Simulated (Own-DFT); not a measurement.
GaP (zincblende, atoms displaced) (calculated)

A calculation, not a measurement: plane-wave PBE density functional theory by an unreviewed code, no spin, of a simulated periodic cell, stress positive in tension, free energy of the whole cell less one offset for each atom, forces on such cells passed a denser k mesh, this cell's mesh not checked; offsets are fitted by least squares, one for each functional and potential file, so energies compare only between cells with the same atoms and settings and are not formation energies; the far tail of each file's local potential was reset to the Coulomb form; each entry is a single point on an unrelaxed cell, so the pressure reflects the starting lattice, mostly measured values (interpolated for alloys), from which strain is counted, and rises with the displacements; printed positions are rounded, which can move forces by about a meV/angstrom; the program, named Own-DFT, is a retired in-house code; no spin-orbit coupling; before rounding, a Quantum ESPRESSO 7.3.1 run of the same cell and cutoff gave forces within 1 meV/angstrom rms on each cell, which checks the program and not the settings. Program: Own-DFT development build.

Common to all runs: functional PBE; potential files PseudoDojo norm-conserving, scalar-relativistic, standard set; wave cutoff 42 hartree; occupations Fermi-Dirac; smearing width 0.1 eV; k mesh 2 x 3 x 3 centred on Gamma.

(1) 
```cif
# cell vector a (Å): 16.3515 0.0000 0.0000
# cell vector b (Å): 0.0000 10.9010 0.0000
# cell vector c (Å): 0.0000 0.0000 10.9010
data_GaP
_symmetry_space_group_name_H-M 'P 1'
_symmetry_Int_Tables_number 1
_cell_length_a 16.3515
_cell_length_b 10.9010
_cell_length_c 10.9010
_cell_angle_alpha 90.000
_cell_angle_beta 90.000
_cell_angle_gamma 90.000
_cell_volume 1943.08
loop_
_atom_site_label
_atom_site_type_symbol
_atom_site_fract_x
_atom_site_fract_y
_atom_site_fract_z
_atom_site_occupancy
Ga1 Ga 0.00398 0.01412 0.96797 1
Ga2 Ga 0.99993 0.24892 0.24676 1
Ga3 Ga 0.16516 0.99772 0.24327 1
Ga4 Ga 0.16626 0.23993 0.98423 1
P1 P 0.07174 0.12317 0.13220 1
P2 P 0.07130 0.36210 0.37434 1
P3 P 0.25352 0.11131 0.37837 1
P4 P 0.24326 0.39215 0.13043 1
Ga5 Ga 0.99224 0.99933 0.50105 1
Ga6 Ga 0.99761 0.25669 0.77772 1
Ga7 Ga 0.16811 0.01368 0.72447 1
Ga8 Ga 0.18684 0.24849 0.48872 1
P5 P 0.09574 0.12801 0.61962 1
P6 P 0.07699 0.36795 0.86088 1
P7 P 0.23933 0.12228 0.88036 1
P8 P 0.24968 0.36728 0.63480 1
Ga9 Ga 0.00738 0.49787 0.00979 1
Ga10 Ga 0.00520 0.75668 0.23228 1
Ga11 Ga 0.18244 0.49923 0.25545 1
Ga12 Ga 0.17284 0.75544 0.00239 1
P9 P 0.06181 0.61181 0.11158 1
P10 P 0.08370 0.87280 0.38518 1
P11 P 0.25045 0.62342 0.38513 1
P12 P 0.26629 0.85841 0.14240 1
Ga13 Ga 0.01852 0.50254 0.51306 1
Ga14 Ga 0.99859 0.74074 0.76027 1
Ga15 Ga 0.17307 0.49834 0.74349 1
Ga16 Ga 0.15158 0.73796 0.49874 1
P13 P 0.08578 0.62886 0.62742 1
P14 P 0.09517 0.85030 0.89118 1
P15 P 0.25548 0.63413 0.87238 1
P16 P 0.22865 0.87884 0.62825 1
Ga17 Ga 0.31430 0.99847 0.00646 1
Ga18 Ga 0.33094 0.24471 0.25544 1
Ga19 Ga 0.51022 0.02090 0.23634 1
Ga20 Ga 0.49929 0.24115 0.98544 1
P17 P 0.42815 0.09674 0.11690 1
P18 P 0.40993 0.36896 0.36121 1
P19 P 0.57983 0.11370 0.36183 1
P20 P 0.57567 0.37552 0.10303 1
Ga21 Ga 0.33616 0.99381 0.50542 1
Ga22 Ga 0.34643 0.23588 0.74215 1
Ga23 Ga 0.49718 0.99502 0.75032 1
Ga24 Ga 0.50156 0.22758 0.51123 1
P21 P 0.41171 0.13334 0.62658 1
P22 P 0.41964 0.37470 0.85312 1
P23 P 0.59129 0.12786 0.87371 1
P24 P 0.59876 0.36543 0.63205 1
Ga25 Ga 0.32774 0.50297 0.99522 1
Ga26 Ga 0.33391 0.75897 0.23949 1
Ga27 Ga 0.50327 0.49545 0.26998 1
Ga28 Ga 0.50786 0.73742 0.99999 1
P25 P 0.41153 0.64072 0.13721 1
P26 P 0.39840 0.87759 0.37771 1
P27 P 0.58664 0.64408 0.35978 1
P28 P 0.58497 0.88053 0.11352 1
Ga29 Ga 0.32735 0.49223 0.48627 1
Ga30 Ga 0.32179 0.76654 0.75981 1
Ga31 Ga 0.48857 0.48974 0.75644 1
Ga32 Ga 0.48923 0.72833 0.48401 1
P29 P 0.42403 0.63501 0.63037 1
P30 P 0.40361 0.88621 0.89291 1
P31 P 0.58829 0.63232 0.90307 1
P32 P 0.58465 0.85974 0.62402 1
Ga33 Ga 0.66185 0.01177 0.99927 1
Ga34 Ga 0.66854 0.25849 0.26085 1
Ga35 Ga 0.83218 0.03387 0.26389 1
Ga36 Ga 0.84826 0.22862 0.95813 1
P33 P 0.74475 0.10591 0.12603 1
P34 P 0.74257 0.35293 0.34552 1
P35 P 0.93535 0.10671 0.39901 1
P36 P 0.90458 0.37781 0.13259 1
Ga37 Ga 0.67131 0.00415 0.48163 1
Ga38 Ga 0.66512 0.26368 0.75310 1
Ga39 Ga 0.84009 0.01863 0.74690 1
Ga40 Ga 0.84554 0.22181 0.47506 1
P37 P 0.75094 0.13737 0.62743 1
P38 P 0.75420 0.39772 0.87507 1
P39 P 0.91009 0.10061 0.89805 1
P40 P 0.90919 0.39701 0.64616 1
Ga41 Ga 0.66326 0.51548 0.00461 1
Ga42 Ga 0.66656 0.73614 0.27604 1
Ga43 Ga 0.81807 0.48742 0.26122 1
Ga44 Ga 0.81893 0.76810 0.98274 1
P41 P 0.73620 0.61361 0.11536 1
P42 P 0.74229 0.88021 0.37539 1
P43 P 0.91384 0.62377 0.34903 1
P44 P 0.92703 0.86766 0.12878 1
Ga45 Ga 0.66338 0.49431 0.48244 1
Ga46 Ga 0.66420 0.72787 0.73398 1
Ga47 Ga 0.81480 0.47822 0.76150 1
Ga48 Ga 0.83280 0.75389 0.49027 1
P45 P 0.74949 0.64038 0.62918 1
P46 P 0.75860 0.86221 0.86709 1
P47 P 0.90735 0.62084 0.88840 1
P48 P 0.91936 0.87636 0.61151 1
_calc_free_energy_of_cell_above_offsets '-5.963'  # eV
_calc_pressure 9.77  # GPa
_calc_stress_xx -10.03  # GPa
_calc_stress_yy -10.04  # GPa
_calc_stress_zz -9.23  # GPa
_calc_stress_yz 0.15  # GPa
_calc_stress_xz -1.02  # GPa
_calc_stress_xy 1.75  # GPa
```

Force:
```tsv
element	x (eV/Å)	y (eV/Å)	z (eV/Å)
Ga	5.261	-5.06	4.505
Ga	-2.161	0.572	-0.057
Ga	0.042	-0.73	0.572
Ga	-2.461	2.783	2.876
P	1.982	-0.737	-2.131
P	3.244	1.17	1.162
P	0.272	0.014	-1.271
P	2.163	-4.037	-3.241
Ga	7.016	-5.382	5.469
Ga	-3.637	-3.112	-4.247
Ga	-0.432	-0.485	4.435
Ga	-2.559	0.787	0.414
P	-3.774	2.313	-1.425
P	4.109	3.662	3.647
P	2.751	-1.311	-2.247
P	1.454	-0.184	-1.037
Ga	-5.353	-5.649	-5.28
Ga	0.778	-1.222	2.245
Ga	-4.332	1.682	1.79
Ga	1.751	-2.769	3.148
P	7.542	5.563	5.467
P	-0.669	0.431	-1.929
P	-0.553	1.793	-0.832
P	-8.329	5.952	-5.558
Ga	-3.165	-1.235	-1.395
Ga	-0.773	0.177	0.335
Ga	-0.783	0.685	0.837
Ga	2.298	1.141	-0.821
P	-0.124	-0.606	2.522
P	-3.371	4.243	-3.884
P	-1.657	-1.75	0.411
P	3.684	-2.704	-2.08
Ga	1.325	0.351	0.347
Ga	-0.203	-1.004	-2.148
Ga	-0.271	-4.729	-0.053
Ga	-0.507	0.139	0.536
P	-4.263	3.616	-2.388
P	1.62	0.178	2.398
P	2.022	2.961	3.332
P	0.459	0.012	2.151
Ga	-1.761	0.325	1.688
Ga	-4.292	3.062	3.439
Ga	0.343	-0.594	0.286
Ga	1.246	1.974	-1.513
P	2.322	-4.712	-2.32
P	-3.402	-3.199	4.686
P	-1.177	0.23	-1.586
P	-4.402	2.784	-3.331
Ga	1.225	0.086	0.706
Ga	3.663	-4.789	6.708
Ga	-0.244	0.285	-2.538
Ga	-3.625	3.335	2.517
P	2.286	-3.027	-1.721
P	3.642	-0.981	-0.779
P	-6.324	-6.309	4.99
P	-0.095	-0.994	1.393
Ga	1.34	-0.402	2.136
Ga	1.477	1.088	-1.625
Ga	4.64	3.96	-3.149
Ga	0.693	2.608	0.011
P	-2.306	-1.505	0.751
P	1.616	-0.996	-1.494
P	-0.118	-1.135	-6.097
P	-1.155	1.409	-0.966
Ga	0.985	-2.523	-0.535
Ga	-7.969	-6.692	-7.601
Ga	1.108	-2.935	-0.372
Ga	-7.116	9.71	6.476
P	0.789	3.114	-0.016
P	6.405	4.951	8.352
P	-3.934	5.809	-8.343
P	1.262	-1.715	-1.503
Ga	-1.529	0.568	3.099
Ga	2.994	-2.035	2.612
Ga	-1.238	-2.46	-1.617
Ga	-2.506	3.253	2.953
P	0.172	-0.444	-0.936
P	-7.164	-7.868	8.477
P	2.395	-3.595	-6.558
P	1.969	-2.275	-2.287
Ga	-1.179	-4.809	-0.84
Ga	5.889	5.159	-6.857
Ga	1.469	2.551	-2.156
Ga	5.341	-5	6.693
P	4.08	3.55	4.372
P	2.681	-0.946	-1.161
P	0.06	-0.097	2.097
P	-3.314	3.345	-2.365
Ga	0.905	0.476	0.934
Ga	-2.389	2.51	3.315
Ga	6.712	8.249	-7.969
Ga	0.278	-0.417	-0.433
P	2.561	-3.911	-2.848
P	-5.399	5.804	-5.66
P	0.394	-0.385	-0.769
P	-0.699	-0.96	2.678
```

(2) 
```cif
# cell vector a (Å): 16.3515 0.0000 0.0000
# cell vector b (Å): 0.0000 10.9010 0.0000
# cell vector c (Å): 0.0000 0.0000 10.9010
data_GaP
_symmetry_space_group_name_H-M 'P 1'
_symmetry_Int_Tables_number 1
_cell_length_a 16.3515
_cell_length_b 10.9010
_cell_length_c 10.9010
_cell_angle_alpha 90.000
_cell_angle_beta 90.000
_cell_angle_gamma 90.000
_cell_volume 1943.08
loop_
_atom_site_label
_atom_site_type_symbol
_atom_site_fract_x
_atom_site_fract_y
_atom_site_fract_z
_atom_site_occupancy
Ga1 Ga 0.00760 0.98208 0.99558 1
Ga2 Ga 0.00192 0.23724 0.24546 1
Ga3 Ga 0.15524 0.03102 0.25408 1
Ga4 Ga 0.14953 0.27997 0.99958 1
P1 P 0.08281 0.12186 0.11650 1
P2 P 0.08029 0.39907 0.37992 1
P3 P 0.24096 0.15305 0.36552 1
P4 P 0.24989 0.37831 0.11759 1
Ga5 Ga 0.99944 0.00729 0.49549 1
Ga6 Ga 0.99247 0.24040 0.76237 1
Ga7 Ga 0.17984 0.01454 0.74720 1
Ga8 Ga 0.16544 0.26444 0.48991 1
P5 P 0.08441 0.11430 0.60616 1
P6 P 0.08314 0.39839 0.87510 1
P7 P 0.24806 0.13111 0.87927 1
P8 P 0.23655 0.38228 0.61489 1
Ga9 Ga 0.00349 0.49534 0.01238 1
Ga10 Ga 0.00381 0.74237 0.24834 1
Ga11 Ga 0.17804 0.50969 0.21321 1
Ga12 Ga 0.16167 0.73757 0.01628 1
P9 P 0.08138 0.61060 0.10392 1
P10 P 0.09895 0.89482 0.37108 1
P11 P 0.24626 0.62263 0.38967 1
P12 P 0.24212 0.86895 0.13102 1
Ga13 Ga 0.97623 0.51091 0.51573 1
Ga14 Ga 0.99077 0.77609 0.75696 1
Ga15 Ga 0.16836 0.50441 0.76098 1
Ga16 Ga 0.16546 0.75127 0.49464 1
P13 P 0.07819 0.61685 0.61337 1
P14 P 0.08429 0.87994 0.87798 1
P15 P 0.25388 0.62149 0.84681 1
P16 P 0.23954 0.88621 0.63090 1
Ga17 Ga 0.34758 0.99424 0.99632 1
Ga18 Ga 0.32456 0.24995 0.26529 1
Ga19 Ga 0.49451 0.02876 0.25047 1
Ga20 Ga 0.51078 0.25706 0.96113 1
P17 P 0.42709 0.12975 0.10499 1
P18 P 0.41005 0.35463 0.38465 1
P19 P 0.59739 0.14981 0.39232 1
P20 P 0.58820 0.36555 0.15306 1
Ga21 Ga 0.33047 0.02093 0.51465 1
Ga22 Ga 0.32947 0.25255 0.73983 1
Ga23 Ga 0.51031 0.00338 0.76398 1
Ga24 Ga 0.49740 0.25462 0.47372 1
P21 P 0.41594 0.11432 0.62888 1
P22 P 0.40984 0.36876 0.87592 1
P23 P 0.58513 0.11431 0.87813 1
P24 P 0.57159 0.38518 0.62007 1
Ga25 Ga 0.32173 0.48005 0.98875 1
Ga26 Ga 0.33331 0.76956 0.24319 1
Ga27 Ga 0.48872 0.46572 0.24800 1
Ga28 Ga 0.49650 0.73258 0.98769 1
P25 P 0.41591 0.62808 0.12436 1
P26 P 0.39806 0.86740 0.39302 1
P27 P 0.58325 0.62858 0.39327 1
P28 P 0.58149 0.86097 0.09834 1
Ga29 Ga 0.32106 0.51218 0.48196 1
Ga30 Ga 0.34194 0.76263 0.77187 1
Ga31 Ga 0.49295 0.53465 0.75565 1
Ga32 Ga 0.52012 0.74881 0.50264 1
P29 P 0.42337 0.62971 0.63872 1
P30 P 0.42522 0.87685 0.88774 1
P31 P 0.57541 0.65383 0.89489 1
P32 P 0.57349 0.87764 0.62937 1
Ga33 Ga 0.66421 0.96691 0.00359 1
Ga34 Ga 0.66702 0.25968 0.24760 1
Ga35 Ga 0.84672 0.99948 0.21551 1
Ga36 Ga 0.82987 0.22311 0.02243 1
P33 P 0.73944 0.13409 0.12737 1
P34 P 0.75096 0.34732 0.34851 1
P35 P 0.92999 0.11420 0.35664 1
P36 P 0.90867 0.35055 0.12402 1
Ga37 Ga 0.66524 0.99830 0.52238 1
Ga38 Ga 0.66043 0.26136 0.73977 1
Ga39 Ga 0.84600 0.00294 0.74194 1
Ga40 Ga 0.83153 0.25694 0.49986 1
P37 P 0.74543 0.13527 0.64280 1
P38 P 0.75473 0.37422 0.87159 1
P39 P 0.90781 0.12401 0.85140 1
P40 P 0.89818 0.39428 0.60716 1
Ga41 Ga 0.67351 0.50289 0.99506 1
Ga42 Ga 0.68223 0.75322 0.26755 1
Ga43 Ga 0.83728 0.46011 0.24398 1
Ga44 Ga 0.81577 0.77453 0.99101 1
P41 P 0.74408 0.61855 0.14779 1
P42 P 0.74827 0.87166 0.38718 1
P43 P 0.91537 0.62838 0.37306 1
P44 P 0.92865 0.87805 0.12664 1
Ga45 Ga 0.66072 0.48230 0.47768 1
Ga46 Ga 0.66719 0.74971 0.73462 1
Ga47 Ga 0.84000 0.51443 0.75105 1
Ga48 Ga 0.82200 0.74711 0.49496 1
P45 P 0.75126 0.64474 0.61877 1
P46 P 0.74673 0.87797 0.89581 1
P47 P 0.90367 0.60300 0.88960 1
P48 P 0.91590 0.88154 0.58202 1
_calc_free_energy_of_cell_above_offsets '-16.167'  # eV
_calc_pressure 8.59  # GPa
_calc_stress_xx -9.5  # GPa
_calc_stress_yy -8.26  # GPa
_calc_stress_zz -8.03  # GPa
_calc_stress_yz -0.88  # GPa
_calc_stress_xz 0.03  # GPa
_calc_stress_xy 0.49  # GPa
```

Force:
```tsv
element	x (eV/Å)	y (eV/Å)	z (eV/Å)
Ga	-1.257	2.428	0.398
Ga	1.36	2.392	0.209
Ga	2.423	-1.001	-0.529
Ga	1.781	-2.679	0.783
P	-0.847	1.594	-1.88
P	-0.534	-0.7	-1.516
P	-0.765	-3.589	2.131
P	0.235	-2.702	0.729
Ga	1.276	-0.505	-1.453
Ga	2.49	2.121	-2.741
Ga	-2.608	0.5	0.837
Ga	-2.355	0.212	0.29
P	0.699	2.268	2.335
P	-2.183	-1.562	-1.211
P	0.671	0.903	0.918
P	2.066	0.148	1.439
Ga	-4.153	-2.2	-1.824
Ga	0.938	0.449	0.608
Ga	-1.552	0.823	3.868
Ga	1.694	1.71	-2.911
P	0.284	2.178	3.86
P	-2.386	-2.371	0.665
P	-2.077	3.057	-5.3
P	-0.1	1.836	-0.851
Ga	3.647	1.293	-2.266
Ga	0.018	-1.851	-1.102
Ga	-1.289	-0.147	-3.409
Ga	-0.649	0.467	1.186
P	0.021	1.426	1.71
P	2.138	-1.28	-1.567
P	0.656	1.196	3.636
P	2.421	-2.138	-1.106
Ga	-2.714	1.049	1.306
Ga	2.611	1.043	-4.114
Ga	1.072	-1.889	1.152
Ga	-0.757	0.541	2.766
P	-1.394	1.572	0.604
P	-2.793	3.768	-1.41
P	-0.374	-2.701	-0.98
P	-2.649	2.601	-5.517
Ga	-2.031	-1.952	-1.809
Ga	-0.425	-0.131	-0.268
Ga	-2.571	-0.783	-1.421
Ga	1.708	-1.823	4.264
P	2.017	2.159	0.945
P	1.095	0.943	-1.465
P	3.006	0.949	0.019
P	0.171	-0.048	0.366
Ga	1.593	2.822	-0.749
Ga	0.064	-1.914	0.52
Ga	-0.307	2.43	0.272
Ga	-6.556	4.49	6.454
P	-0.89	-1.564	0.37
P	2.502	1.457	0.209
P	1.187	-1.989	-4.191
P	-1.697	-0.89	4.78
Ga	3.86	-3.481	4.054
Ga	-0.54	0.11	-2.475
Ga	2.996	-3.863	3.227
Ga	-4.472	0.871	1.052
P	-3.767	3.085	-4.345
P	0.407	-0.114	-1.382
P	8.544	-6.846	-7.228
P	1.735	0.91	0.93
Ga	-0.706	4.987	1.054
Ga	-0.9	-4.505	-0.013
Ga	-2.432	1.756	2.816
Ga	0.587	1.159	-3.787
P	-0.759	-3.92	0.138
P	2.381	3.076	4.952
P	-3.003	0.27	1.316
P	3.547	0.274	-1.267
Ga	0.456	0.658	-0.727
Ga	-0.637	0.649	1.157
Ga	-2.849	-2.781	-2.682
Ga	-0.593	-2.293	-0.948
P	1.384	-1.249	-1.534
P	-0.544	-0.182	0.113
P	1.072	0.731	5.584
P	-0.084	-2.58	3.009
Ga	-0.787	0.271	0.796
Ga	-3.303	-0.907	-1.224
Ga	-0.66	4.105	0.861
Ga	5.845	-6.737	5.611
P	1.841	-0.582	-1.752
P	0.409	3.733	-0.692
P	-1.153	-0.424	-1.035
P	-0.482	-2.505	-1.8
Ga	1.008	-0.128	1.085
Ga	-1.105	1.008	1.873
Ga	-2.995	-1.197	-1.843
Ga	2.629	0.347	-1.286
P	-0.711	-3.898	1.543
P	-1.262	3.037	-8.838
P	2.198	3.865	2.151
P	-1.09	-1.128	3.495
```
